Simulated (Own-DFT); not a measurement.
Simulation results for InGa₃As₄ (zincblende random alloy, atoms displaced)

Computed with Own-DFT development build. A calculation, not a measurement: plane-wave PBE density functional theory by an unreviewed code, no spin, of a simulated periodic cell, stress positive in tension, free energy of the whole cell less one offset for each atom, forces on such cells passed a denser k mesh, this cell's mesh not checked; offsets are fitted by least squares, one for each functional and potential file, so energies compare only between cells with the same atoms and settings and are not formation energies; the far tail of each file's local potential was reset to the Coulomb form; each entry is a single point on an unrelaxed cell, so the pressure reflects the starting lattice, mostly measured values, from which strain is counted, and rises with the displacements; printed positions are rounded, which can move forces by about a meV/angstrom; the program is a retired in-house code; no spin-orbit coupling.

Common to all runs: functional PBE; potential files PseudoDojo norm-conserving, scalar-relativistic, standard set; wave cutoff 42 hartree; occupations Fermi-Dirac; smearing width 0.1 eV; k mesh 3 x 3 x 3 centred on Gamma.

(1) InGa₃As₄ (zincblende random alloy, atoms displaced)

```cif
# cell vector a (Å): 11.5091 0.0000 0.0000
# cell vector b (Å): 0.0000 11.5091 0.0000
# cell vector c (Å): 0.0000 0.0000 11.5091
data_InGa3As4
_symmetry_space_group_name_H-M 'P 1'
_symmetry_Int_Tables_number 1
_cell_length_a 11.5091
_cell_length_b 11.5091
_cell_length_c 11.5091
_cell_angle_alpha 90.000
_cell_angle_beta 90.000
_cell_angle_gamma 90.000
_cell_volume 1524.49
loop_
_atom_site_label
_atom_site_type_symbol
_atom_site_fract_x
_atom_site_fract_y
_atom_site_fract_z
_atom_site_occupancy
Ga1 Ga 0.00550 0.00017 0.00237 1
In1 In 0.99962 0.25034 0.24572 1
Ga2 Ga 0.24981 0.00166 0.25051 1
In2 In 0.24832 0.24550 0.00020 1
As1 As 0.12666 0.12497 0.12356 1
As2 As 0.12324 0.37524 0.37343 1
As3 As 0.37463 0.12387 0.37582 1
As4 As 0.37370 0.37401 0.12269 1
Ga3 Ga 0.99928 0.00020 0.50425 1
Ga4 Ga 0.99674 0.24503 0.74824 1
Ga5 Ga 0.25232 0.00065 0.74827 1
Ga6 Ga 0.24740 0.24924 0.50829 1
As5 As 0.12527 0.12545 0.62895 1
As6 As 0.12802 0.37966 0.87254 1
As7 As 0.38137 0.12112 0.87766 1
As8 As 0.37701 0.37306 0.62451 1
Ga7 Ga 0.99623 0.49829 0.99528 1
In3 In 0.99808 0.74896 0.25042 1
In4 In 0.25004 0.49695 0.24902 1
Ga8 Ga 0.25124 0.74921 0.99769 1
As9 As 0.12474 0.62792 0.12483 1
As10 As 0.13176 0.87365 0.37396 1
As11 As 0.37887 0.62182 0.36924 1
As12 As 0.37491 0.87462 0.13124 1
In5 In 0.00008 0.49679 0.49978 1
Ga9 Ga 0.99985 0.74948 0.74998 1
Ga10 Ga 0.25070 0.49913 0.75088 1
Ga11 Ga 0.24718 0.75037 0.50088 1
As13 As 0.12253 0.62928 0.62429 1
As14 As 0.12262 0.87320 0.87556 1
As15 As 0.37662 0.62763 0.87542 1
As16 As 0.37751 0.87306 0.62681 1
Ga12 Ga 0.49545 0.00159 0.00279 1
In6 In 0.50257 0.25042 0.24974 1
Ga13 Ga 0.74888 0.00141 0.24969 1
Ga14 Ga 0.74779 0.24548 0.99599 1
As17 As 0.62613 0.12786 0.12561 1
As18 As 0.62484 0.37582 0.37744 1
As19 As 0.87196 0.13132 0.37804 1
As20 As 0.87728 0.37391 0.12355 1
Ga15 Ga 0.49959 0.99950 0.49815 1
Ga16 Ga 0.50033 0.24680 0.75349 1
Ga17 Ga 0.74725 0.99657 0.75182 1
Ga18 Ga 0.74761 0.25380 0.49998 1
As21 As 0.62553 0.12627 0.61914 1
As22 As 0.62765 0.37831 0.87317 1
As23 As 0.87394 0.12340 0.87789 1
As24 As 0.87605 0.37957 0.62270 1
Ga19 Ga 0.49278 0.50206 0.99769 1
In7 In 0.49842 0.74932 0.24849 1
Ga20 Ga 0.74924 0.49736 0.24950 1
Ga21 Ga 0.74849 0.75192 0.99942 1
As25 As 0.62236 0.62661 0.12320 1
As26 As 0.62564 0.87645 0.37529 1
As27 As 0.87298 0.63069 0.37202 1
As28 As 0.87407 0.87113 0.12670 1
Ga22 Ga 0.50212 0.49858 0.50040 1
In8 In 0.50331 0.74720 0.74887 1
Ga23 Ga 0.74681 0.50161 0.75405 1
Ga24 Ga 0.74957 0.74840 0.49950 1
As29 As 0.62089 0.62305 0.62246 1
As30 As 0.62312 0.86907 0.87400 1
As31 As 0.87428 0.62759 0.87499 1
As32 As 0.87278 0.87577 0.62508 1
```

Results for InGa₃As₄ (zincblende random alloy, atoms displaced): free energy of cell above offsets -23.438 eV; pressure 4.52 GPa; stress xx -4.54 GPa; stress yy -4.51 GPa; stress zz -4.51 GPa; stress yz 0.32 GPa; stress xz 0.52 GPa; stress xy -0.06 GPa.

Force:
```
element  x (eV/Å)  y (eV/Å)  z (eV/Å)
     Ga    -0.627    -0.327    -0.019
     In     0.069    -0.402     0.574
     Ga     0.104    -0.007      0.07
     In     0.405     0.569    -0.824
     As    -0.285    -1.933     0.567
     As     1.088    -1.228      0.95
     As     -0.88    -0.338     0.782
     As     1.003     0.508    -0.752
     Ga     0.124     0.005    -0.516
     Ga    -0.029     0.707     0.272
     Ga     0.024     -0.31     0.317
     Ga     0.131     0.106     -0.77
     As    -0.116    -0.276    -0.083
     As    -1.177    -0.111    -0.572
     As    -0.065    -0.361    -1.066
     As    -0.056     0.136     0.346
     Ga     0.385     0.349      0.26
     In      0.75     0.488     0.035
     In    -0.193     0.332    -0.182
     Ga     -0.14     0.241     0.352
     As     0.066    -0.541     -1.78
     As    -0.163     1.016     0.766
     As    -0.519    -0.079     2.507
     As    -1.263     1.169    -1.649
     In      0.01     1.098    -0.526
     Ga    -0.222     0.219    -0.055
     Ga     0.176     0.473    -0.397
     Ga     0.734    -0.192    -0.082
     As     0.959     0.204     0.808
     As     0.439     0.249    -0.198
     As    -1.185    -0.966     0.489
     As    -1.016     0.948    -1.095
     Ga     0.727    -0.635     0.286
     In    -0.499      0.21     0.233
     Ga     0.284    -0.022     0.139
     Ga     0.153     0.587     0.241
     As     0.752    -1.278    -1.082
     As     0.797     0.804     0.476
     As    -0.384    -1.242     0.474
     As    -1.454     0.956    -1.211
     Ga    -0.031    -0.091     0.123
     Ga     0.393     0.189    -0.387
     Ga    -0.049     0.303    -0.134
     Ga     0.268     0.105     0.249
     As    -0.128    -0.175     0.678
     As    -0.657     -0.42     0.435
     As     0.205    -0.299    -0.278
     As    -1.471    -1.469     1.603
     Ga     0.619    -0.233     0.218
     In     0.795      0.24     0.461
     Ga     0.012     0.371    -0.136
     Ga     0.088    -0.207     0.119
     As     1.045     -1.25    -0.948
     As     0.605     0.522     0.613
     As    -1.597    -1.196     0.725
     As     -0.85     1.594    -1.108
     Ga    -0.391     0.053    -0.235
     In    -0.424     0.007    -0.133
     Ga     0.454     0.192    -0.627
     Ga    -0.153     0.205     0.036
     As     1.491    -0.918    -0.798
     As      0.89      1.69     1.342
     As    -0.127    -0.078     -0.05
     As     0.108    -0.264     0.144
```

(2) InGa₃As₄ (zincblende random alloy, atoms displaced)

```cif
# cell vector a (Å): 11.5091 0.0000 0.0000
# cell vector b (Å): 0.0000 11.5091 0.0000
# cell vector c (Å): 0.0000 0.0000 11.5091
data_InGa3As4
_symmetry_space_group_name_H-M 'P 1'
_symmetry_Int_Tables_number 1
_cell_length_a 11.5091
_cell_length_b 11.5091
_cell_length_c 11.5091
_cell_angle_alpha 90.000
_cell_angle_beta 90.000
_cell_angle_gamma 90.000
_cell_volume 1524.49
loop_
_atom_site_label
_atom_site_type_symbol
_atom_site_fract_x
_atom_site_fract_y
_atom_site_fract_z
_atom_site_occupancy
In1 In 0.99984 0.00043 0.00212 1
Ga1 Ga 0.99731 0.25036 0.25023 1
Ga2 Ga 0.25078 0.00269 0.25030 1
In2 In 0.25087 0.24826 0.99951 1
As1 As 0.12371 0.11946 0.12813 1
As2 As 0.12601 0.37317 0.37775 1
As3 As 0.37933 0.12479 0.37374 1
As4 As 0.37728 0.37515 0.12322 1
In3 In 0.00308 0.99886 0.50437 1
Ga3 Ga 0.00378 0.24842 0.75260 1
Ga4 Ga 0.25525 0.99957 0.75295 1
Ga5 Ga 0.24578 0.25077 0.50015 1
As5 As 0.12277 0.12723 0.62527 1
As6 As 0.12455 0.37443 0.87532 1
As7 As 0.37640 0.12608 0.87803 1
As8 As 0.37638 0.37721 0.62796 1
Ga6 Ga 0.99722 0.50201 0.99653 1
Ga7 Ga 0.00277 0.75200 0.25247 1
In4 In 0.25399 0.49736 0.24979 1
Ga8 Ga 0.25008 0.75460 0.00239 1
As9 As 0.12026 0.62463 0.12401 1
As10 As 0.12355 0.87534 0.37410 1
As11 As 0.37624 0.62439 0.37111 1
As12 As 0.37583 0.87688 0.12047 1
In5 In 0.99989 0.49720 0.49535 1
Ga9 Ga 0.99596 0.74747 0.74534 1
Ga10 Ga 0.24985 0.49735 0.74971 1
In6 In 0.25019 0.74972 0.50019 1
As13 As 0.12498 0.62183 0.62234 1
As14 As 0.12693 0.87985 0.87366 1
As15 As 0.37387 0.62132 0.87690 1
As16 As 0.37282 0.87484 0.62338 1
In7 In 0.50219 0.99758 0.00101 1
Ga11 Ga 0.49861 0.25246 0.25058 1
Ga12 Ga 0.75179 0.00378 0.24602 1
Ga13 Ga 0.75160 0.24699 0.99665 1
As17 As 0.62413 0.12447 0.12567 1
As18 As 0.62955 0.37550 0.37706 1
As19 As 0.87462 0.12356 0.37470 1
As20 As 0.87864 0.37739 0.12464 1
Ga14 Ga 0.49316 0.99628 0.49924 1
Ga15 Ga 0.49703 0.24945 0.75200 1
Ga16 Ga 0.74929 0.99911 0.75414 1
Ga17 Ga 0.75038 0.24704 0.50301 1
As21 As 0.62408 0.12372 0.62685 1
As22 As 0.62504 0.37525 0.87738 1
As23 As 0.87795 0.12057 0.87267 1
As24 As 0.87174 0.37271 0.62793 1
Ga18 Ga 0.50243 0.50130 0.00217 1
Ga19 Ga 0.49770 0.74637 0.24992 1
Ga20 Ga 0.74741 0.49650 0.25078 1
Ga21 Ga 0.75036 0.74951 0.99619 1
As25 As 0.62430 0.62322 0.12593 1
As26 As 0.63173 0.87140 0.37782 1
As27 As 0.87768 0.62384 0.37540 1
As28 As 0.87683 0.87868 0.12686 1
Ga22 Ga 0.50005 0.50010 0.50155 1
Ga23 Ga 0.50320 0.75076 0.75333 1
Ga24 Ga 0.74887 0.49898 0.74945 1
In8 In 0.75443 0.75183 0.50140 1
As29 As 0.62108 0.62760 0.62742 1
As30 As 0.62612 0.87314 0.87703 1
As31 As 0.87459 0.62322 0.87333 1
As32 As 0.87270 0.87336 0.62465 1
```

The calculation gives: free energy of cell above offsets -23.742 eV; pressure 4.46 GPa; stress xx -4.46 GPa; stress yy -4.45 GPa; stress zz -4.45 GPa; stress yz -0.15 GPa; stress xz -0.1 GPa; stress xy -0.07 GPa.

Force:
```
element  x (eV/Å)  y (eV/Å)  z (eV/Å)
     In      0.14    -0.261    -0.329
     Ga     0.293    -0.119     0.103
     Ga      0.16    -0.371     0.076
     In     -0.54     0.037     0.581
     As     0.359     1.035     1.453
     As     0.199    -1.648    -0.793
     As    -0.603     0.209     0.209
     As      1.52     -0.19    -0.113
     In    -0.525      0.04    -0.402
     Ga     -0.49     0.243    -0.174
     Ga     -0.25     0.339    -0.309
     Ga     0.639    -0.164     0.187
     As     1.486     0.636     1.161
     As    -0.737     0.863     -0.62
     As     0.245    -0.394    -1.833
     As    -0.225    -0.401    -0.432
     Ga      0.24    -0.102      0.13
     Ga    -0.412     -0.22     -0.32
     In    -0.782     0.103    -0.281
     Ga    -0.287    -0.497    -0.348
     As    -0.146     0.718    -0.556
     As     0.509     0.087    -1.396
     As     1.429     0.107     0.727
     As    -1.061    -1.123     1.756
     In    -0.377    -0.268     0.885
     Ga     0.562     0.149     0.325
     Ga    -0.126     0.287     0.081
     In    -0.088    -0.264    -0.386
     As    -0.065     0.007     1.761
     As     0.485    -1.366    -0.874
     As     0.002     0.458      0.02
     As     1.062     0.694     1.349
     In     0.171     0.445    -0.306
     Ga     0.448     0.064    -0.022
     Ga    -0.276     -0.28     0.433
     Ga     0.087     0.153     0.245
     As      0.89     1.146     0.738
     As    -0.532    -0.284     0.201
     As    -0.603     0.759    -0.462
     As     -0.44    -0.293    -0.173
     Ga     0.939     0.062    -0.021
     Ga     0.416     0.095    -0.046
     Ga    -0.042     -0.05    -0.402
     Ga    -0.009    -0.045    -0.082
     As    -0.299    -0.199    -0.073
     As     -0.03    -0.101    -0.149
     As    -0.946     1.191    -0.679
     As    -0.181    -0.591     0.512
     Ga    -0.055    -0.127    -0.199
     Ga     0.458     0.588    -0.078
     Ga     0.442     0.383    -0.154
     Ga     0.233    -0.113     0.643
     As     0.288     0.265     -0.07
     As    -1.757     1.454    -1.576
     As     -0.47     0.252    -1.925
     As    -1.142    -1.534     0.718
     Ga     0.116     0.099    -0.145
     Ga    -0.593    -0.123    -0.053
     Ga    -0.295     0.018     0.023
     In    -0.394    -1.233     0.008
     As    -0.192    -0.857     0.407
     As     0.834    -0.663     -0.97
     As    -0.132      0.19    -0.134
     As     0.452     0.703     2.153
```
